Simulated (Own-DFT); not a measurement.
# Computed records: Al3GaN4 (wurtzite random alloy, atoms displaced)

Computed with Own-DFT development build. A calculation, not a measurement: plane-wave density functional theory by an unreviewed code, no spin, of a simulated periodic cell, stress positive in tension, run twice, with PBE and with PBEsol, both on files made for PBE, so the change isn't that of files made for PBEsol, forces on such cells passed a denser k mesh, this cell's mesh not checked; the far tail of each file's local potential was reset to the Coulomb form; each entry is a single point on an unrelaxed cell, so the pressure reflects the starting lattice, mostly measured values (interpolated for alloys), from which strain is counted, and rises with the displacements; printed positions are rounded, which can move forces by about a meV/angstrom; the program, named Own-DFT, is a retired in-house code; no spin-orbit coupling; stress was not checked against mesh or cutoff.

```xyz
72
Lattice="9.3938 0.0000 0.0000 -4.6969 8.1352 0.0000 0.0000 0.0000 10.0655" Properties=species:S:1:pos:R:3:PBE_force_x:R:1:PBE_force_y:R:1:PBE_force_z:R:1:PBEsol_force_x:R:1:PBEsol_force_y:R:1:PBEsol_force_z:R:1 formula=Al3GaN4 functional=PBE,then_PBEsol potential_files=PseudoDojo_norm-conserving,scalar-relativistic,standard_set wave_cutoff=42 occupations=Fermi-Dirac smearing_width=0.1 k_mesh=4_x_4_x_3_centred_on_Gamma PBE_pressure=9.77 PBE_stress_xx=-12.43 PBE_stress_yy=-8.42 PBE_stress_zz=-8.45 PBE_stress_yz=1.23 PBE_stress_xz=-0.7 PBE_stress_xy=1.14 PBEsol_pressure=6.6 PBEsol_stress_xx=-9.32 PBEsol_stress_yy=-5.33 PBEsol_stress_zz=-5.16 PBEsol_stress_yz=1.29 PBEsol_stress_xz=-0.67 PBEsol_stress_xy=1.12 rms_change_of_force_components_from_PBE_to_PBEsol=0.083
Al    -0.0605     1.7774    10.0069      1.253      0.295      1.077      1.261      0.326      1.068
Ga     1.5930     0.8271     2.4705      0.266      0.824      1.121      0.245      0.797      1.088
N      0.0420     1.7504     1.9084      -1.57      1.211     -0.502     -1.404      1.105     -0.449
N      1.6326     0.8329     4.3943     -2.235      0.212      1.014     -2.253       0.17      0.844
Al    -0.0663     1.9398     5.0156      2.371     -1.871      0.696      2.364     -1.861      0.693
Ga     1.5685     0.8577     7.6139     -0.451      1.112     -0.627     -0.437      1.079     -0.609
N      0.0038     1.7045     6.9659      1.688      3.867     -1.277      1.894      3.793     -1.224
N      1.5406     0.9013     9.4810     -1.288      -0.01       1.01     -1.111     -0.082      0.927
Al    -1.5393     4.6137     9.9627     -0.857     -1.036      1.324     -0.865     -1.048      1.331
Al     0.1136     3.6163     2.4951     -4.285     -1.698      0.292     -4.321     -1.717      0.274
N     -1.7200     4.4440     1.9945      2.695      0.836     -2.368      2.703      0.801      -2.36
N     -0.0383     3.6501     4.3327      1.134     -0.668      1.014      0.971      -0.56      1.065
Ga    -1.6398     4.3650     5.0758      1.213      2.888     -2.689      1.198      2.794     -2.612
Al    -0.0057     3.7115     7.7066     -0.177     -2.097     -3.989      -0.21     -2.122     -4.004
N     -1.5140     4.4381     6.8574      0.424      1.826      3.744      0.259      1.737      3.553
N      0.0501     3.7037     9.4290      -2.37     -1.332      3.122     -2.355     -1.347      3.139
Ga    -3.1653     7.1906     0.1120     -1.032      1.026     -5.722     -1.007      1.018     -5.597
Al    -1.5605     6.2545     2.3455      0.314       1.22      2.507      0.314      1.239      2.498
N     -3.1917     7.2316     1.8065      1.999     -1.343      4.999       1.84     -1.243      4.835
N     -1.5114     6.4393     4.5218     -0.842     -1.757     -1.452      -0.82     -1.843     -1.425
Al    -3.1773     7.0634     5.0502      3.213      3.484      0.792      3.204      3.492      0.807
Al    -1.5463     6.3689     7.4939     -0.817     -0.853       0.01     -0.819     -0.867       0.01
N     -3.1308     7.2775     6.9968      0.342     -3.155     -1.457      0.337      -2.91     -1.382
N     -1.6629     6.4043     9.4527      3.035     -1.267     -0.913      2.854     -1.131     -0.832
Ga     3.1089     1.7844    10.0156      0.093     -0.442       1.53      0.092     -0.442      1.502
Al     4.6494     0.9203     2.4879      1.996     -1.603      1.528      2.023     -1.621      1.551
N      3.2195     1.7279     1.9402     -2.426      2.011      -0.43     -2.588      1.935     -0.547
N      4.6749     0.9161     4.5350      0.504     -0.604     -1.766       0.65      -0.51     -1.723
Al     3.0984     1.7659     4.9238      0.273       0.75      1.923      0.272      0.778       1.94
Al     4.4790     0.9555     7.6160      5.761     -1.909      0.802      5.789     -1.944      0.814
N      3.1198     1.7555     7.0138     -1.717      2.512     -2.124     -1.928      2.454     -2.101
N      4.6729     0.8580     9.5452      1.293      2.693     -2.196      1.148      2.834     -2.121
Al     1.5109     4.5501    10.0366      2.332      1.027      0.753      2.338      1.022      0.769
Al     2.9932     3.5127     2.5479      1.479        1.1     -0.854      1.458      1.103     -0.876
N      1.4718     4.5440     2.0222      2.793      1.155      -2.49      2.816      1.201     -2.478
N      3.1969     3.6171     4.4098     -1.749     -0.341       0.06     -1.747     -0.341      0.069
Al     1.5072     4.5602     5.0149      0.968     -1.885      1.121      0.967     -1.903      1.145
Al     3.1520     3.5890     7.6990     -0.795     -0.071     -1.763     -0.788     -0.104     -1.762
N      1.5413     4.3804     7.1258      0.707      1.181     -2.617      0.727       1.33     -2.575
N      3.0776     3.5471     9.5203      0.841      2.381      0.607      0.844      2.177      0.695
Al     0.0602     7.3451    10.0400      0.212      -3.11      0.069      0.185     -3.147      0.058
Al     1.6257     6.4400     2.3768     -2.059     -2.279      1.829     -2.053     -2.281       1.84
N      0.0463     7.2810     1.8370     -0.823     -0.745      0.742     -0.828      -0.73      0.734
N      1.4801     6.2476     4.4528      2.004      3.132     -1.344       1.99      3.141     -1.358
Al     0.0413     7.2877     5.1498     -0.575     -0.719     -2.473     -0.535     -0.714     -2.469
Ga     1.4640     6.3369     7.4229      6.964     -2.214      2.769      6.803      -2.16       2.72
N      0.0600     7.1171     6.9409     -5.452       4.29      0.122     -5.165       4.14      0.233
N      1.6525     6.3872     9.4844     -1.336     -0.661      0.752     -1.322     -0.648      0.625
Al     6.3835     1.8765     0.0970     -1.234     -1.863     -2.458     -1.245     -1.855     -2.483
Al     7.8191     0.8553     2.5482       0.51      1.247      -0.82      0.511      1.228     -0.812
N      6.2244     1.7466     1.8736      0.739      0.581      2.159      0.727      0.573      2.171
N      7.8263     0.9660     4.5268      1.623     -1.485     -2.969      1.423     -1.358     -2.875
Ga     6.2933     1.8125     5.0039     -2.151     -1.461       2.49     -2.092     -1.402      2.436
Al     7.9217     1.0533     7.4952     -3.841      -3.99      1.437     -3.873     -3.999      1.467
N      6.2985     1.9007     7.0283     -0.851     -3.304     -0.858     -0.875     -3.076     -0.918
N      7.8345     0.7949     9.5873      0.013      2.663     -1.468      -0.01      2.633     -1.477
Al     4.8245     4.4922     0.0254     -2.422      0.119     -1.142     -2.409       0.12     -1.161
Al     6.1527     3.6214     2.4465      0.032     -1.331      1.283      0.021     -1.352      1.306
N      4.6239     4.4820     1.8601     -0.164     -0.636      0.869     -0.204     -0.483      0.926
N      6.2369     3.5073     4.4394     -0.918      2.549     -2.328     -0.722      2.388     -2.188
Al     4.7525     4.4842     4.8969     -1.453      0.399      2.071     -1.435      0.415      2.076
Ga     6.2897     3.6261     7.5320     -1.603      1.457     -1.081     -1.556      1.385     -1.048
N      4.5550     4.5525     6.9893      1.986     -0.195     -1.444      2.082     -0.254     -1.425
N      6.2761     3.5611     9.3616      1.067      1.057      3.425      1.076      1.055      3.176
Al     3.2577     7.2081     0.0271      -2.51     -0.293     -1.314     -2.494     -0.283     -1.289
Ga     4.6584     6.3758     2.4231      3.819     -3.505      1.903      3.738     -3.416      1.848
N      3.2250     7.1033     1.8672     -4.185      4.204      0.217     -3.899      4.073      0.297
N      4.8028     6.3314     4.3637     -2.379     -1.497     -0.416     -2.399     -1.508     -0.596
Al     3.2539     7.2871     4.8326     -1.665     -1.673      3.521      -1.68     -1.686      3.488
Al     4.7282     6.3260     7.5249     -1.271      0.249       0.81     -1.235      0.255      0.836
N      3.2079     7.2421     6.9332     -0.584      0.942     -1.166     -0.702      0.891     -1.133
N      4.6325     6.2989     9.4921      2.131     -1.591     -0.991      2.268     -1.529     -0.945
```

Units: wave_cutoff in hartree; smearing_width in eV; PBE_pressure, PBE_stress_xx, PBE_stress_yy, PBE_stress_zz, PBE_stress_yz, PBE_stress_xz, PBE_stress_xy, PBEsol_pressure, PBEsol_stress_xx, PBEsol_stress_yy, PBEsol_stress_zz, PBEsol_stress_yz, PBEsol_stress_xz, PBEsol_stress_xy in GPa; rms_change_of_force_components_from_PBE_to_PBEsol, PBE_force_x, PBE_force_y, PBE_force_z, PBEsol_force_x, PBEsol_force_y, PBEsol_force_z in eV/Å.
